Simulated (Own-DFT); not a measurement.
# One host, several defects: L1_0 TiAl

The numbers are computed, not measured, by runs of the plane-wave DFT program Own-DFT (in-house, retired, unreviewed) at fixed positions, with no spin and no spin-orbit coupling.

Settings: PBEsol; PseudoDojo norm-conserving scalar-relativistic files, made for PBE; cutoff 42 hartree; 4 x 4 x 4 k mesh centred on Gamma; cold (Marzari-Vanderbilt) smearing of 0.2 eV.

Limits: forces on such cells failed a check on a denser k mesh; stress not checked against mesh or cutoff.

All runs share one cell, with vectors in Å (5.622, 5.622, 0.000); (-5.622, 5.622, 0.000); (0.000, 0.000, 8.133) and a volume of 514.0 Å³. The atoms are randomly displaced, by u rms on each axis. The defect's site can differ from row to row.

```
            cell   formula   u (Å)  P (GPa)
       no defect  Al16Ti16  0.0192    -1.65
       no defect  Al16Ti16  0.0231    -1.64
       no defect  Al16Ti16  0.0518    -0.97
two Al vacancies  Al14Ti16  0.0335    -3.25
two Al vacancies  Al14Ti16  0.0428    -2.93
two Al vacancies  Al14Ti16  0.0515    -2.79
  one Ti vacancy  Al16Ti15  0.0287    -2.19
  one Ti vacancy  Al16Ti15  0.0299    -2.17
  one Ti vacancy  Al16Ti15  0.0323        ?
  one Ti vacancy  Al16Ti15  0.0330    -2.06
```

## What the rows give

P = P0 + c u² + a shift for each defect gives P0 = -1.78 GPa, c = 301 ± 22 GPa/Å² and a scatter of 0.05 GPa. The shifts, and each times the cell's volume:

- one Ti vacancy: -0.64 ± 0.04 GPa, -2.1 eV
- two Al vacancies: -1.77 ± 0.04 GPa, -5.7 eV (-2.8 eV for each of its 2 sites)

A positive shift means that the defect pushes the cell outwards. Shift times volume (160.2 GPa Å³ is 1 eV) depends little on the cell's size, so, taken for each site, it can be compared between cells at like pressure. The atoms around the defects weren't relaxed, which would change these numbers.

## Withheld run

Q: what pressure belongs in the blank (one Ti vacancy, u = 0.0323 Å)?

The fitted form gives -2.11 ± 0.05 GPa. Computed: -2.23 GPa.
